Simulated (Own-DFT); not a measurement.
Simulation results for GaP (zincblende, atoms displaced)

All values are calculated (Own-DFT development build). A calculation, not a measurement: plane-wave PBE density functional theory by an unreviewed code, no spin, of a simulated periodic cell, stress positive in tension, free energy of the whole cell less one offset for each atom, forces on such cells passed a denser k mesh, this cell's mesh not checked; offsets are fitted by least squares, one for each functional and potential file, so energies compare only between cells with the same atoms and settings and are not formation energies; the far tail of each file's local potential was reset to the Coulomb form; each entry is a single point on an unrelaxed cell, so the pressure reflects the starting lattice, mostly measured values (interpolated for alloys), from which strain is counted, and rises with the displacements; printed positions are rounded, which can move forces by about a meV/angstrom; the program, named Own-DFT, is a retired in-house code; no spin-orbit coupling.

Settings shared by all entries: functional PBE; potential files PseudoDojo norm-conserving, scalar-relativistic, standard set; wave cutoff 42 hartree; occupations Fermi-Dirac; smearing width 0.1 eV; hardware one NVIDIA H200; k mesh 2 x 3 x 3 centred on Gamma.

```yaml
- entry: 1
  formula: GaP
  kind: "zincblende, atoms displaced"
  structure:
    cell_angstrom: [[16.3515, 0.0, 0.0], [0.0, 10.901, 0.0], [0.0, 0.0, 10.901]]
    atoms_fractional:
      - [Ga, 0.99742, 0.99975, 0.00471]
      - [Ga, 5.0e-05, 0.2504, 0.2539]
      - [Ga, 0.16563, 0.99673, 0.25067]
      - [Ga, 0.16806, 0.24628, 0.99353]
      - [P, 0.08132, 0.12404, 0.12281]
      - [P, 0.07908, 0.37973, 0.3835]
      - [P, 0.25571, 0.12114, 0.37647]
      - [P, 0.25412, 0.37169, 0.12219]
      - [Ga, 0.00357, 0.99844, 0.49681]
      - [Ga, 0.00183, 0.23965, 0.7517]
      - [Ga, 0.16674, 0.9993, 0.74801]
      - [Ga, 0.16546, 0.25198, 0.50257]
      - [P, 0.07999, 0.12142, 0.61737]
      - [P, 0.08027, 0.37615, 0.88453]
      - [P, 0.24636, 0.11838, 0.86842]
      - [P, 0.24832, 0.37686, 0.62581]
      - [Ga, 0.00245, 0.50164, 0.00287]
      - [Ga, 0.00353, 0.75477, 0.24965]
      - [Ga, 0.16589, 0.50368, 0.24491]
      - [Ga, 0.16951, 0.75511, 0.00577]
      - [P, 0.0793, 0.6243, 0.12598]
      - [P, 0.08344, 0.87352, 0.38171]
      - [P, 0.25258, 0.63352, 0.3855]
      - [P, 0.24506, 0.87919, 0.13054]
      - [Ga, 0.00173, 0.49804, 0.50156]
      - [Ga, 0.99848, 0.75817, 0.75527]
      - [Ga, 0.16153, 0.50232, 0.74581]
      - [Ga, 0.16456, 0.74657, 0.49299]
      - [P, 0.08705, 0.62442, 0.63011]
      - [P, 0.07653, 0.87867, 0.88502]
      - [P, 0.25131, 0.62414, 0.87169]
      - [P, 0.24488, 0.87786, 0.62255]
      - [Ga, 0.33647, 0.99985, 0.0024]
      - [Ga, 0.33772, 0.24561, 0.25352]
      - [Ga, 0.49832, 0.99917, 0.24606]
      - [Ga, 0.49986, 0.25852, 0.99876]
      - [P, 0.41818, 0.11547, 0.12593]
      - [P, 0.41504, 0.3754, 0.37647]
      - [P, 0.58085, 0.12497, 0.37951]
      - [P, 0.58097, 0.37608, 0.12165]
      - [Ga, 0.33795, 0.99833, 0.50286]
      - [Ga, 0.33779, 0.24846, 0.7472]
      - [Ga, 0.50283, 0.99623, 0.74609]
      - [Ga, 0.50023, 0.24876, 0.50442]
      - [P, 0.41446, 0.12525, 0.63049]
      - [P, 0.42205, 0.38124, 0.87337]
      - [P, 0.58308, 0.12381, 0.86907]
      - [P, 0.58215, 0.38199, 0.63347]
      - [Ga, 0.33136, 0.50199, 0.00233]
      - [Ga, 0.33667, 0.75025, 0.24435]
      - [Ga, 0.50242, 0.50026, 0.25104]
      - [Ga, 0.49973, 0.75085, 0.00421]
      - [P, 0.41416, 0.63313, 0.11692]
      - [P, 0.42075, 0.86437, 0.38047]
      - [P, 0.58265, 0.62358, 0.37681]
      - [P, 0.58807, 0.87183, 0.13393]
      - [Ga, 0.32907, 0.49809, 0.50039]
      - [Ga, 0.33792, 0.7572, 0.75306]
      - [Ga, 0.5034, 0.50118, 0.74497]
      - [Ga, 0.49714, 0.75759, 0.50952]
      - [P, 0.41893, 0.62741, 0.62895]
      - [P, 0.42022, 0.8763, 0.87702]
      - [P, 0.58171, 0.62289, 0.87802]
      - [P, 0.5774, 0.87279, 0.61782]
      - [Ga, 0.66792, 0.00472, 0.00608]
      - [Ga, 0.66714, 0.25793, 0.25293]
      - [Ga, 0.83218, 0.00286, 0.24978]
      - [Ga, 0.84006, 0.24474, 0.00403]
      - [P, 0.75021, 0.12431, 0.12392]
      - [P, 0.75103, 0.37893, 0.37511]
      - [P, 0.91457, 0.12042, 0.36985]
      - [P, 0.91374, 0.37269, 0.12419]
      - [Ga, 0.66942, 0.00318, 0.49439]
      - [Ga, 0.66651, 0.24527, 0.74978]
      - [Ga, 0.82813, 0.99475, 0.75032]
      - [Ga, 0.82947, 0.25055, 0.5091]
      - [P, 0.74818, 0.12838, 0.62312]
      - [P, 0.74874, 0.37285, 0.87521]
      - [P, 0.91931, 0.12203, 0.87367]
      - [P, 0.91643, 0.3773, 0.62484]
      - [Ga, 0.6707, 0.49988, 0.00107]
      - [Ga, 0.67164, 0.75791, 0.24966]
      - [Ga, 0.83332, 0.49569, 0.24895]
      - [Ga, 0.83069, 0.75311, 0.99755]
      - [P, 0.74653, 0.62396, 0.11205]
      - [P, 0.75225, 0.87086, 0.36818]
      - [P, 0.91167, 0.6217, 0.37177]
      - [P, 0.9125, 0.86995, 0.12348]
      - [Ga, 0.66645, 0.50562, 0.50372]
      - [Ga, 0.66669, 0.74605, 0.74572]
      - [Ga, 0.8319, 0.50057, 0.74808]
      - [Ga, 0.83597, 0.75151, 0.49939]
      - [P, 0.74978, 0.62358, 0.62175]
      - [P, 0.74984, 0.88366, 0.87391]
      - [P, 0.91563, 0.62648, 0.87874]
      - [P, 0.91497, 0.87531, 0.62277]
  results:
    "free_energy_of_cell_above_offsets [eV]": "-50.030"
    "pressure [GPa]": 3.27
    "stress_xx [GPa]": -3.26
    "stress_yy [GPa]": -3.29
    "stress_zz [GPa]": -3.26
    "stress_yz [GPa]": -0.88
    "stress_xz [GPa]": -0.29
    "stress_xy [GPa]": -0.06
    force_element: [Ga, Ga, Ga, Ga, P, P, P, P, Ga, Ga, Ga, Ga, P, P, P, P, Ga, Ga, Ga, Ga, P, P, P, P, Ga, Ga, Ga, Ga, P, P, P, P, Ga, Ga, Ga, Ga, P, P, P, P, Ga, Ga, Ga, Ga, P, P, P, P, Ga, Ga, Ga, Ga, P, P, P, P, Ga, Ga, Ga, Ga, P, P, P, P, Ga, Ga, Ga, Ga, P, P, P, P, Ga, Ga, Ga, Ga, P, P, P, P, Ga, Ga, Ga, Ga, P, P, P, P, Ga, Ga, Ga, Ga, P, P, P, P]
    "force_x [eV/angstrom]": [-0.547, -0.127, -0.347, -0.012, 0.452, 1.286, -1.024, -0.572, -1.505, -0.144, -1.191, 0.353, 0.904, 0.585, 1.29, 0.076, -1.282, -1.067, 0.451, -0.609, 0.994, 0.071, 0.114, 1.498, -0.954, -0.031, 0.943, 0.067, -1.593, 1.523, -0.413, 0.913, -0.988, -0.283, 0.729, -0.04, -0.02, 0.472, 0.263, 0.758, -0.393, -0.98, -0.415, -0.148, 1.037, -1.207, -0.126, 1.017, 0.33, -0.722, -0.694, 0.885, 0.411, -0.947, 0.202, -0.931, 0.721, -0.858, -0.666, 0.139, -0.761, -0.011, 0.45, 2.382, -0.711, -0.357, 0.032, -0.978, 0.076, -0.337, 0.304, 1.085, -0.378, -0.179, 1.038, 0.918, -0.047, 0.645, -0.785, 0.241, -1.278, -0.514, -0.478, -0.022, 1.034, 0.409, 1.273, 0.447, -0.396, -0.412, 0.156, -0.424, 0.49, -1.02, 0.077, 0.38]
    "force_y [eV/angstrom]": [0.066, 0.085, 1.012, 0.116, 0.296, -0.791, 0.244, -0.273, 0.035, 1.171, -0.432, -0.305, 0.395, -0.454, 0.764, -0.43, -0.097, -0.405, -0.317, -0.792, 0.616, 0.04, -0.932, -0.374, 1.166, -0.778, -0.873, 0.269, 1.134, -0.236, 0.466, -0.631, -0.301, 0.06, -0.707, -1.282, 1.641, 0.121, 0.257, 0.212, -0.41, 0.799, 0.395, 0.53, -0.533, -0.2, -0.054, -1.397, -0.079, 0.348, 0.289, 0.343, -1.28, 1.488, 0.972, 0.794, 0.352, -0.393, 0.916, -2.21, -0.395, 0.331, 0.318, 0.968, -0.354, -0.619, -0.577, 0.071, 0.808, -0.215, 0.615, 0.407, -0.67, 0.795, 1.059, 0.311, -0.908, -0.414, -0.436, -0.575, -0.689, -2.094, 0.55, -0.272, 0.727, 0.936, 0.418, 0.63, -0.711, 0.446, -0.075, -0.425, 0.67, -1.247, -0.169, 0.358]
    "force_z [eV/angstrom]": [0.283, -0.23, 0.643, 0.519, 0.618, -1.456, 0.017, 0.534, -0.08, -0.231, -0.022, -0.48, 0.894, -1.401, 0.604, 0.476, 0.013, 0.277, 0.853, -0.827, -0.004, -1.068, -2.018, -0.409, 0.549, -0.227, 1.358, 1.419, -0.932, -0.782, 0.203, 0.008, -0.511, -0.387, 1.181, -0.258, -0.463, 0.072, -0.841, 0.501, -0.146, 0.952, 0.333, 0.249, -0.678, 0.002, 1.002, -1.408, -0.738, 0.843, -0.175, -0.406, 0.927, -1.196, 0.022, -1.196, 0.353, -0.382, 0.982, -0.992, -0.304, 0.151, -0.111, 0.974, -0.641, -0.161, -0.509, -0.863, 0.567, 0.625, 1.122, 0.401, 0.057, 0.166, -0.606, -1.21, 0.406, 0.037, -0.029, 0.496, -0.913, -0.016, -0.644, -0.381, 1.95, 1.3, 0.234, 0.538, -0.526, 0.474, 0.5, -0.211, 0.296, 0.387, -0.486, 0.181]
    "wall_time [s]": 957.6
- entry: 2
  formula: GaP
  kind: "zincblende, atoms displaced"
  structure:
    cell_angstrom: [[16.3515, 0.0, 0.0], [0.0, 10.901, 0.0], [0.0, 0.0, 10.901]]
    atoms_fractional:
      - [Ga, 0.99645, 0.9982, 0.00229]
      - [Ga, 0.99447, 0.25448, 0.25311]
      - [Ga, 0.16886, 0.99162, 0.24967]
      - [Ga, 0.16723, 0.25701, 0.00234]
      - [P, 0.08424, 0.12153, 0.12119]
      - [P, 0.0877, 0.37391, 0.36988]
      - [P, 0.24884, 0.12228, 0.37087]
      - [P, 0.25323, 0.36871, 0.12812]
      - [Ga, 0.00451, 0.99869, 0.50844]
      - [Ga, 0.00465, 0.24511, 0.74319]
      - [Ga, 0.16624, 0.9956, 0.74633]
      - [Ga, 0.16302, 0.25507, 0.49503]
      - [P, 0.08122, 0.13389, 0.62521]
      - [P, 0.08074, 0.37331, 0.88145]
      - [P, 0.24685, 0.12718, 0.87542]
      - [P, 0.25541, 0.3764, 0.62763]
      - [Ga, 0.9973, 0.50433, 0.99661]
      - [Ga, 0.99887, 0.74922, 0.24703]
      - [Ga, 0.16307, 0.49844, 0.24565]
      - [Ga, 0.16718, 0.74556, 0.98908]
      - [P, 0.07916, 0.63026, 0.11858]
      - [P, 0.0805, 0.87718, 0.37206]
      - [P, 0.24901, 0.62135, 0.37764]
      - [P, 0.25267, 0.87502, 0.12101]
      - [Ga, 1.0e-05, 0.49676, 0.50025]
      - [Ga, 0.00196, 0.75251, 0.74744]
      - [Ga, 0.17039, 0.49803, 0.74279]
      - [Ga, 0.16863, 0.74625, 0.48212]
      - [P, 0.08274, 0.63184, 0.63316]
      - [P, 0.08693, 0.87558, 0.87844]
      - [P, 0.24825, 0.62567, 0.87598]
      - [P, 0.24885, 0.8782, 0.62262]
      - [Ga, 0.33745, 0.0011, 0.00341]
      - [Ga, 0.32851, 0.24934, 0.24617]
      - [Ga, 0.50186, 0.00056, 0.24913]
      - [Ga, 0.50263, 0.24678, 0.00764]
      - [P, 0.41673, 0.12782, 0.1213]
      - [P, 0.4123, 0.37286, 0.37357]
      - [P, 0.58113, 0.11859, 0.37884]
      - [P, 0.58196, 0.3746, 0.13273]
      - [Ga, 0.32746, 0.99678, 0.5059]
      - [Ga, 0.33024, 0.24354, 0.75009]
      - [Ga, 0.49858, 0.00484, 0.75325]
      - [Ga, 0.50639, 0.25213, 0.5091]
      - [P, 0.41415, 0.12351, 0.63091]
      - [P, 0.41231, 0.38246, 0.87587]
      - [P, 0.58109, 0.11319, 0.87547]
      - [P, 0.58184, 0.3711, 0.61985]
      - [Ga, 0.33302, 0.50511, 0.99261]
      - [Ga, 0.33239, 0.74603, 0.25392]
      - [Ga, 0.50414, 0.49484, 0.2567]
      - [Ga, 0.49436, 0.75528, 0.0066]
      - [P, 0.41763, 0.62337, 0.13217]
      - [P, 0.4166, 0.87553, 0.37573]
      - [P, 0.58346, 0.62365, 0.37994]
      - [P, 0.58598, 0.87417, 0.12325]
      - [Ga, 0.34194, 0.49905, 0.49907]
      - [Ga, 0.33519, 0.74366, 0.74733]
      - [Ga, 0.49734, 0.49486, 0.74375]
      - [Ga, 0.4999, 0.75153, 0.49826]
      - [P, 0.41788, 0.62416, 0.63357]
      - [P, 0.41801, 0.87443, 0.8722]
      - [P, 0.58439, 0.62096, 0.88321]
      - [P, 0.5816, 0.87241, 0.62636]
      - [Ga, 0.6653, 0.00638, 0.00422]
      - [Ga, 0.66864, 0.25324, 0.24845]
      - [Ga, 0.83164, 0.99462, 0.25509]
      - [Ga, 0.83471, 0.25599, 0.0033]
      - [P, 0.75267, 0.12156, 0.11942]
      - [P, 0.75216, 0.37563, 0.3645]
      - [P, 0.91867, 0.12197, 0.37096]
      - [P, 0.91466, 0.38085, 0.12244]
      - [Ga, 0.66609, 0.00707, 0.49772]
      - [Ga, 0.66228, 0.24979, 0.74978]
      - [Ga, 0.83375, 0.00424, 0.75183]
      - [Ga, 0.83543, 0.25599, 0.48989]
      - [P, 0.75079, 0.12374, 0.6199]
      - [P, 0.75154, 0.36779, 0.87102]
      - [P, 0.92058, 0.12405, 0.87347]
      - [P, 0.91565, 0.38111, 0.62934]
      - [Ga, 0.66776, 0.50361, 0.00206]
      - [Ga, 0.66882, 0.75023, 0.25569]
      - [Ga, 0.83356, 0.49772, 0.25248]
      - [Ga, 0.83287, 0.7551, 0.00095]
      - [P, 0.75244, 0.62858, 0.12413]
      - [P, 0.75406, 0.87917, 0.3757]
      - [P, 0.91641, 0.63084, 0.37629]
      - [P, 0.91622, 0.87407, 0.12684]
      - [Ga, 0.67054, 0.49604, 0.49642]
      - [Ga, 0.66276, 0.7582, 0.751]
      - [Ga, 0.83857, 0.49844, 0.7528]
      - [Ga, 0.84089, 0.74989, 0.49494]
      - [P, 0.75219, 0.62332, 0.62419]
      - [P, 0.7479, 0.87869, 0.87648]
      - [P, 0.91809, 0.62288, 0.8731]
      - [P, 0.91658, 0.87203, 0.62428]
  results:
    "free_energy_of_cell_above_offsets [eV]": "-50.105"
    "pressure [GPa]": 3.23
    "stress_xx [GPa]": -3.26
    "stress_yy [GPa]": -3.25
    "stress_zz [GPa]": -3.2
    "stress_yz [GPa]": -0.22
    "stress_xz [GPa]": -0.03
    "stress_xy [GPa]": 0.28
    force_element: [Ga, Ga, Ga, Ga, P, P, P, P, Ga, Ga, Ga, Ga, P, P, P, P, Ga, Ga, Ga, Ga, P, P, P, P, Ga, Ga, Ga, Ga, P, P, P, P, Ga, Ga, Ga, Ga, P, P, P, P, Ga, Ga, Ga, Ga, P, P, P, P, Ga, Ga, Ga, Ga, P, P, P, P, Ga, Ga, Ga, Ga, P, P, P, P, Ga, Ga, Ga, Ga, P, P, P, P, Ga, Ga, Ga, Ga, P, P, P, P, Ga, Ga, Ga, Ga, P, P, P, P, Ga, Ga, Ga, Ga, P, P, P, P]
    "force_x [eV/angstrom]": [0.726, 0.942, -0.379, -0.258, -0.217, -1.586, -0.125, -0.8, -0.667, -1.372, -0.126, 1.321, 1.6, 0.419, 0.151, -0.501, 0.303, 0.016, 0.652, -0.023, 0.798, 0.285, 0.728, -0.2, 0.461, -0.332, -0.815, -1.02, 0.883, -1.059, 0.44, -0.399, -0.612, 0.981, -0.419, -0.221, 0.067, 1.26, 0.232, 0.732, 1.151, 0.294, -0.293, -2.128, 0.415, 0.945, 0.406, 1.267, -0.037, 0.015, -0.916, 0.652, -0.124, -0.335, 0.315, -0.229, -0.997, -0.779, 0.821, -0.237, 0.302, -0.531, -0.895, -0.092, 0.294, -0.272, 0.587, 0.017, 0.046, -0.453, -0.167, 0.5, 0.269, 0.438, -0.118, 0.101, 0.084, -0.428, -0.448, 0.652, 0.391, -0.024, 0.349, 0.123, -0.19, -1.011, 0.845, -0.202, 0.023, 0.571, -1.29, -1.527, -0.019, 0.223, -0.374, 0.157]
    "force_y [eV/angstrom]": [0.076, -0.448, 0.596, -0.828, 0.456, 0.477, 0.105, 1.815, 0.157, 1.409, 0.837, -0.482, -1.445, 0.44, -0.584, -0.324, -0.387, 0.2, 0.527, 0.688, -0.486, -0.369, -0.934, -0.761, 0.666, 0.348, 0.074, 0.818, -0.949, 0.225, -0.423, -1.635, -0.06, -0.814, -0.322, 0.66, -0.226, -0.689, 1.352, -0.026, 0.804, 0.562, -1.041, -1.398, 0.198, -1.57, 1.893, 1.403, 0.018, 0.344, 0.487, -0.665, -0.277, 0.164, 0.022, 0.067, 0.395, 1.013, 0.081, -0.142, 0.207, -0.024, 0.654, 1.036, -0.848, -1.216, 0.86, -0.869, 0.636, -0.186, -0.089, -0.047, -1.217, -0.723, -0.347, -0.519, 0.883, 0.809, 0.469, -1.345, -0.785, 0.016, 1.239, -0.319, -0.333, -0.834, -1.512, 0.139, 0.291, -1.235, 0.446, 0.3, 0.379, 0.134, 1.162, 0.689]
    "force_z [eV/angstrom]": [-0.113, -0.922, -0.541, 0.002, 0.701, 0.175, 0.666, -1.008, -0.532, 1.504, 0.434, 0.6, -0.884, -1.044, 0.24, -1.08, 0.192, 0.21, -0.523, 1.311, 0.31, 0.085, -0.797, 0.143, 0.149, 0.929, 0.836, 1.801, -1.739, -0.556, -0.952, 0.193, -0.9, 0.749, -0.296, -1.111, 1.087, 0.015, -0.617, -0.918, -0.9, 0.649, -0.765, -1.456, -0.839, -0.342, 0.349, 1.083, 1.407, -0.244, 0.059, -0.264, -0.277, 0.065, -0.166, 0.604, 0.552, 0.583, 1.223, 0.422, -1.638, 0.165, -1.042, -0.483, -0.305, -0.112, -1.044, -0.659, 0.96, 1.043, 0.774, 0.462, 0.549, -0.025, -0.145, 0.78, 0.291, 0.371, 0.074, -0.941, 0.113, -0.319, -0.637, -0.526, 0.492, 0.852, -0.813, -0.034, 0.34, 0.359, 0.064, 0.871, 0.168, -0.091, 0.118, 0.428]
    "wall_time [s]": 934.6
```
